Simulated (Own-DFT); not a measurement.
# What a defect does to the pressure of its cell: C11b WSi2

Calculated, not measured: single-point runs of Own-DFT, a retired in-house plane-wave DFT program that no person has reviewed, on unrelaxed cells, without spin or spin-orbit coupling.

All runs used: PBE; PseudoDojo norm-conserving scalar-relativistic files; cutoff 50 hartree; 5 x 5 x 5 k mesh centred on Gamma; cold (Marzari-Vanderbilt) smearing of 0.2 eV.

Caveats: forces on such cells failed a check on a denser k mesh; stress not checked against mesh or cutoff.

All runs share one cell, with vectors in Å (-2.148, -5.953, 3.409); (-6.444, 2.976, 1.136); (-2.553, -2.948, -6.757) and a volume of 403.2 Å³. Atoms were moved at random from their sites; u is the rms move along one axis. The defect's site can differ from row to row.

| cell | formula | u (Å) | P (GPa) |
|---|---|---|---|
| no defect | Si20W10 | 0.0180 | 4.53 |
| no defect | Si20W10 | 0.0465 | 6.00 |
| no defect | Si20W10 | 0.0513 | 5.64 |
| one Si on a W site | Si21W9 | 0.0297 | 6.19 |
| one Si on a W site | Si21W9 | 0.0303 | 6.22 |
| one Si on a W site | Si21W9 | 0.0487 | 6.88 |
| one W vacancy | Si20W9 | 0.0279 | 3.07 |
| one W vacancy | Si20W9 | 0.0306 | 3.43 |
| one W vacancy | Si20W9 | 0.0486 | 5.15 |
| one W on a Si site | Si19W11 | 0.0291 | 9.46 |
| one W on a Si site | Si19W11 | 0.0323 | ? |
| one W on a Si site | Si19W11 | 0.0441 | 10.02 |
| one W on a Si site | Si19W11 | 0.0490 | 10.90 |
| one Si vacancy | Si19W10 | 0.0274 | 3.34 |
| one Si vacancy | Si19W10 | 0.0547 | 4.28 |
| one Si vacancy | Si19W10 | 0.0550 | 4.80 |

## Analysis

P = P0 + c u² + a shift for each defect gives P0 = 4.23 GPa, c = 679 ± 114 GPa/Å² and a scatter of 0.37 GPa. The shifts, and each times the cell's volume:

- one W on a Si site: 4.72 ± 0.30 GPa, 11.9 eV
- one Si on a W site: 1.25 ± 0.30 GPa, 3.1 eV
- one W vacancy: -1.27 ± 0.31 GPa, -3.2 eV
- one Si vacancy: -1.62 ± 0.31 GPa, -4.1 eV

A positive shift means that the defect pushes the cell outwards. Shift times volume (160.2 GPa Å³ is 1 eV) depends little on the cell's size, so, taken for each site, it can be compared between cells at like pressure. The atoms around the defects weren't relaxed, which would change these numbers.

## Test on the hidden row

Question: what pressure belongs in the blank (one W on a Si site, u = 0.0323 Å)?

From the fit: 9.66 ± 0.43 GPa. The calculation gave 10.01 GPa.
